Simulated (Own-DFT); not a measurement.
AlN (wurtzite, atoms displaced) (calculated)

Computed with Own-DFT development build. A calculation, not a measurement: plane-wave PBE density functional theory by an unreviewed code, no spin, of a simulated periodic cell, stress positive in tension, free energy of the whole cell less one offset for each atom, forces on such cells passed a denser k mesh, this cell's mesh not checked; offsets are fitted by least squares, one for each functional and potential file, so energies compare only between cells with the same atoms and settings and are not formation energies; the far tail of each file's local potential was reset to the Coulomb form; each entry is a single point on an unrelaxed cell, so the pressure reflects the starting lattice, mostly measured values (interpolated for alloys), from which strain is counted, and rises with the displacements; printed positions are rounded, which can move forces by about a meV/angstrom; the program, named Own-DFT, is a retired in-house code; no spin-orbit coupling.

## AlN (wurtzite, atoms displaced)

```
CELL_PARAMETERS angstrom
12.44800 0.00000 0.00000
-6.22400 10.78030 0.00000
0.00000 0.00000 9.96400
ATOMIC_POSITIONS crystal
Al 0.08759 0.15726 0.01833
Al 0.17250 0.08530 0.25775
N 0.07788 0.15716 0.21627
N 0.17372 0.08733 0.41997
Al 0.08404 0.15351 0.49414
Al 0.17828 0.09651 0.74905
N 0.06412 0.14926 0.67908
N 0.16040 0.08834 0.95891
Al 0.09114 0.41169 0.99884
Al 0.16304 0.33051 0.24236
N 0.08961 0.40919 0.19173
N 0.16174 0.34212 0.44891
Al 0.08082 0.42989 0.49507
Al 0.16096 0.33308 0.75993
N 0.07862 0.40276 0.68586
N 0.15944 0.32853 0.93278
Al 0.06975 0.64911 0.00394
Al 0.16776 0.58650 0.25240
N 0.07362 0.65483 0.19935
N 0.18112 0.59498 0.45707
Al 0.07373 0.65441 0.51585
Al 0.15816 0.58431 0.75663
N 0.08790 0.66797 0.68256
N 0.17443 0.58374 0.93010
Al 0.10073 0.91244 0.01349
Al 0.17598 0.84104 0.28115
N 0.09299 0.91455 0.17503
N 0.17455 0.84718 0.43652
Al 0.07778 0.90925 0.49116
Al 0.15541 0.82589 0.75827
N 0.07373 0.91341 0.67593
N 0.15798 0.82280 0.92394
Al 0.33256 0.16375 0.00827
Al 0.42167 0.09115 0.25617
N 0.33230 0.16197 0.20697
N 0.41860 0.07162 0.43839
Al 0.33889 0.16771 0.50516
Al 0.39859 0.08353 0.74796
N 0.35699 0.17935 0.71835
N 0.42618 0.08521 0.94033
Al 0.32141 0.40798 0.99592
Al 0.42483 0.33170 0.24959
N 0.32153 0.41421 0.20628
N 0.43206 0.35021 0.42353
Al 0.33664 0.42242 0.49644
Al 0.41598 0.33365 0.77844
N 0.34427 0.42374 0.70105
N 0.43872 0.35203 0.94229
Al 0.33071 0.67064 0.01704
Al 0.42531 0.60219 0.24908
N 0.33200 0.67977 0.19304
N 0.43036 0.58304 0.45323
Al 0.34100 0.66422 0.50239
Al 0.40694 0.57773 0.74164
N 0.32495 0.66099 0.68054
N 0.41485 0.58276 0.95357
Al 0.34795 0.91329 0.00373
Al 0.41729 0.83786 0.24922
N 0.33197 0.91710 0.18294
N 0.39753 0.82759 0.43459
Al 0.32125 0.90651 0.47963
Al 0.42897 0.83326 0.74997
N 0.32370 0.90663 0.70037
N 0.41312 0.82580 0.94259
Al 0.58423 0.17904 0.00216
Al 0.65644 0.08713 0.26558
N 0.58463 0.15922 0.17422
N 0.66165 0.07222 0.44579
Al 0.58788 0.17025 0.50165
Al 0.66999 0.08143 0.76160
N 0.58088 0.16034 0.69003
N 0.66901 0.07757 0.94180
Al 0.59200 0.42518 0.00220
Al 0.67360 0.32801 0.24729
N 0.59268 0.42677 0.17686
N 0.65640 0.33935 0.44480
Al 0.58914 0.42150 0.51172
Al 0.65504 0.33647 0.76603
N 0.59776 0.42758 0.68239
N 0.66333 0.32575 0.93582
Al 0.57345 0.66370 0.00529
Al 0.67367 0.59854 0.25204
N 0.58601 0.68978 0.19215
N 0.66599 0.56670 0.43789
Al 0.57134 0.67691 0.48509
Al 0.67334 0.59243 0.74113
N 0.57712 0.66835 0.68443
N 0.66890 0.57049 0.92436
Al 0.60319 0.91922 0.00545
Al 0.65807 0.83974 0.26805
N 0.58185 0.91559 0.17898
N 0.65587 0.82289 0.44291
Al 0.60600 0.93836 0.50423
Al 0.66256 0.82863 0.75245
N 0.57667 0.90841 0.68930
N 0.67440 0.82701 0.94146
Al 0.83617 0.16043 0.00621
Al 0.89657 0.08753 0.26310
N 0.84060 0.18220 0.18484
N 0.92231 0.07784 0.43481
Al 0.82353 0.15771 0.50780
Al 0.91656 0.08975 0.74856
N 0.83019 0.16964 0.69360
N 0.92368 0.07568 0.94366
Al 0.82632 0.41056 0.00174
Al 0.90161 0.32994 0.24911
N 0.82438 0.41363 0.20123
N 0.90418 0.32735 0.43387
Al 0.83051 0.40444 0.50482
Al 0.92366 0.33133 0.74247
N 0.82522 0.41824 0.67457
N 0.91425 0.32260 0.94876
Al 0.82797 0.66589 0.01053
Al 0.92452 0.58420 0.24537
N 0.84428 0.68143 0.18467
N 0.91089 0.58199 0.44776
Al 0.84575 0.68354 0.50624
Al 0.91019 0.57341 0.75499
N 0.83118 0.65675 0.69115
N 0.92298 0.58132 0.94389
Al 0.84676 0.93065 0.00336
Al 0.92937 0.84596 0.26323
N 0.82749 0.93103 0.19698
N 0.92890 0.85967 0.43593
Al 0.84046 0.92781 0.47954
Al 0.91250 0.83102 0.75745
N 0.84901 0.92585 0.68999
N 0.93075 0.85465 0.92901
```

```
functional                        : PBE
potential files                   : PseudoDojo norm-conserving, scalar-relativistic, standard set
wave cutoff                       : 42 hartree
occupations                       : Fermi-Dirac
smearing width                    : 0.1 eV
hardware                          : one NVIDIA H100
k mesh                            : 2 x 2 x 2 centred on Gamma
free energy of cell above offsets : -20.874 eV
pressure                          : 12.68 GPa
stress xx                         : -9.55 GPa
stress yy                         : -10.02 GPa
stress zz                         : -18.45 GPa
stress yz                         : 0.84 GPa
stress xz                         : -0.38 GPa
stress xy                         : -0.47 GPa
wall time                         : 381.9 s
```

Force:
| element | x (eV/Å) | y (eV/Å) | z (eV/Å) |
| --- | --- | --- | --- |
| Al | -5.592 | 2.233 | 1.519 |
| Al | -0.948 | -0.995 | -6.368 |
| N | -0.76 | 0.848 | -2.638 |
| N | 1.138 | -0.913 | 9.145 |
| Al | -1.005 | 3.227 | -0.279 |
| Al | -2.358 | -2.528 | 0.679 |
| N | 4.366 | 3.334 | 0.87 |
| N | 6.954 | -1.845 | -3.406 |
| Al | -3.132 | 1.148 | 0.919 |
| Al | 0.776 | -1.944 | 4.091 |
| N | -4.312 | 2.787 | -0.977 |
| N | 1.489 | -1.194 | -0.696 |
| Al | 1.8 | -2.603 | 0.393 |
| Al | 1.728 | -0.946 | -4.69 |
| N | -0.826 | 2.903 | 0.108 |
| N | 2.057 | -1.711 | 2.857 |
| Al | 3.927 | 3.556 | 0.548 |
| Al | 0.627 | -1.302 | 1.038 |
| N | 3.647 | 2.778 | -1.644 |
| N | -3.123 | -1.482 | -2.904 |
| Al | 0.448 | 0.813 | -4.646 |
| Al | 2.325 | -0.256 | -3.059 |
| N | -1.998 | -1.002 | 4.684 |
| N | -1.306 | -1.098 | 3.951 |
| Al | -2.212 | -0.084 | -7.466 |
| Al | -0.332 | -1.344 | -13.51 |
| N | -0.874 | 0.312 | 9.465 |
| N | -4.612 | -3.333 | 7.427 |
| Al | 2.086 | 3.338 | 2.423 |
| Al | 0.689 | 1.486 | -5.609 |
| N | 1.9 | 0.688 | 1.43 |
| N | 1.182 | -0.365 | 6.915 |
| Al | 0.916 | 0.222 | 0.067 |
| Al | 0.585 | -1.938 | -1.486 |
| N | 0.868 | 1.826 | -2.689 |
| N | -0.532 | 2.366 | 0.761 |
| Al | 0.365 | 1.116 | -1.633 |
| Al | 11.09 | -8.269 | 2.438 |
| N | -9.764 | 4.178 | -4.751 |
| N | -2.369 | -0.395 | 0.568 |
| Al | 1.744 | 2.182 | 1.663 |
| Al | -1.204 | 1.669 | -1.788 |
| N | 3.494 | 1.669 | -2.628 |
| N | -0.928 | -2.262 | 4.699 |
| Al | -0.18 | -2.395 | 0.197 |
| Al | 0.536 | 3.011 | -6.36 |
| N | -0.959 | -4.492 | -0.886 |
| N | -3.255 | -3.009 | 4.727 |
| Al | 1.03 | -0.807 | -3.745 |
| Al | -1.027 | -3.241 | 0.24 |
| N | 0.698 | -2.135 | 1.722 |
| N | -7.586 | -2.553 | -4.055 |
| Al | -0.509 | 1.425 | -0.339 |
| Al | 0.561 | 3.404 | 1.906 |
| N | 0.848 | 0.342 | 2.664 |
| N | -1.52 | -0.949 | -0.842 |
| Al | -2.661 | 1.168 | -2.027 |
| Al | -0.312 | 1.128 | 0.104 |
| N | -0.169 | 0.521 | 2.522 |
| N | 4.382 | -0.428 | -0.465 |
| Al | 3.832 | 2.766 | 5.881 |
| Al | -5.451 | -2.05 | 0.881 |
| N | 0.064 | 1.421 | -1.373 |
| N | 2.743 | 0.47 | -0.564 |
| Al | 1.37 | -4.281 | -2.358 |
| Al | 2.256 | -1.572 | -3.7 |
| N | -1.221 | 1.656 | 4.551 |
| N | -0.513 | 8.775 | -3.152 |
| Al | -1.704 | 0.114 | 1.653 |
| Al | -2.182 | -0.066 | -1.197 |
| N | -0.272 | 0.69 | 0.604 |
| N | 0.144 | 1.114 | 1.021 |
| Al | 0.879 | -0.846 | -0.667 |
| Al | -5.214 | 0.126 | 1.844 |
| N | 0.219 | -0.657 | 2.954 |
| N | 4.46 | -3.639 | -2.389 |
| Al | -2.04 | -0.812 | -2.215 |
| Al | 1.887 | -1.095 | -5.668 |
| N | -2.072 | -1.224 | 4.372 |
| N | 0.358 | 3.233 | 2.848 |
| Al | 2.04 | 0.682 | -1.046 |
| Al | 0.407 | -1.547 | 0.39 |
| N | 1.626 | -2.967 | 0.17 |
| N | -0.463 | 6.612 | -1.21 |
| Al | 8.11 | -2.077 | 5.515 |
| Al | -2.053 | -1.189 | -0.338 |
| N | 0.8 | -0.086 | 0.198 |
| N | -0.425 | 3.691 | 1.872 |
| Al | -1.714 | -1.174 | -2.274 |
| Al | 1.383 | 1.599 | -3.918 |
| N | -0.789 | 1.405 | 4.633 |
| N | 0.885 | 7.431 | 0.011 |
| Al | -1.756 | -11.37 | 3.931 |
| Al | 1.681 | 0.535 | -0.521 |
| N | 3.43 | 3.085 | -0.895 |
| N | -0.473 | 0.69 | -0.029 |
| Al | -0.055 | -0.233 | -1.712 |
| Al | 3.157 | 0.762 | -2.664 |
| N | -1.703 | -3.537 | 1.883 |
| N | -3.309 | 3.856 | 1.443 |
| Al | 2.403 | 2.092 | -0.458 |
| Al | -0.077 | -2.447 | 1.434 |
| N | 0.467 | -1.292 | -0.703 |
| N | -1.566 | 5.471 | -1.116 |
| Al | 1.599 | -0.059 | -0.206 |
| Al | 3.119 | 2.394 | 0.12 |
| N | 2.404 | 2.351 | -2.76 |
| N | 1.62 | -0.814 | 0.838 |
| Al | -3.314 | 2.138 | -2.561 |
| Al | -3.068 | 0.488 | 1.879 |
| N | 1.632 | -1.067 | 5.485 |
| N | -0.222 | 2.063 | -1.347 |
| Al | 0.523 | 1.384 | -4.01 |
| Al | -4.927 | -1.334 | 2.861 |
| N | -0.33 | -0.49 | 3.075 |
| N | 1.441 | 0.598 | -1.362 |
| Al | -1.241 | -2.78 | -0.799 |
| Al | 0.318 | 0.836 | -1.196 |
| N | 0.783 | 3.16 | 0.007 |
| N | -3.993 | -2.544 | -0.594 |
| Al | -0.165 | -5.216 | 1.066 |
| Al | -0.777 | -0.029 | -5.575 |
| N | 0.876 | -1.957 | 0.47 |
| N | 0.037 | -4.277 | 0.658 |
| Al | -1.731 | -3.612 | 4.411 |
| Al | 0.673 | 0.577 | -2.37 |
| N | -3.516 | -1.469 | -1.579 |
| N | 0.821 | -2.319 | 4.409 |
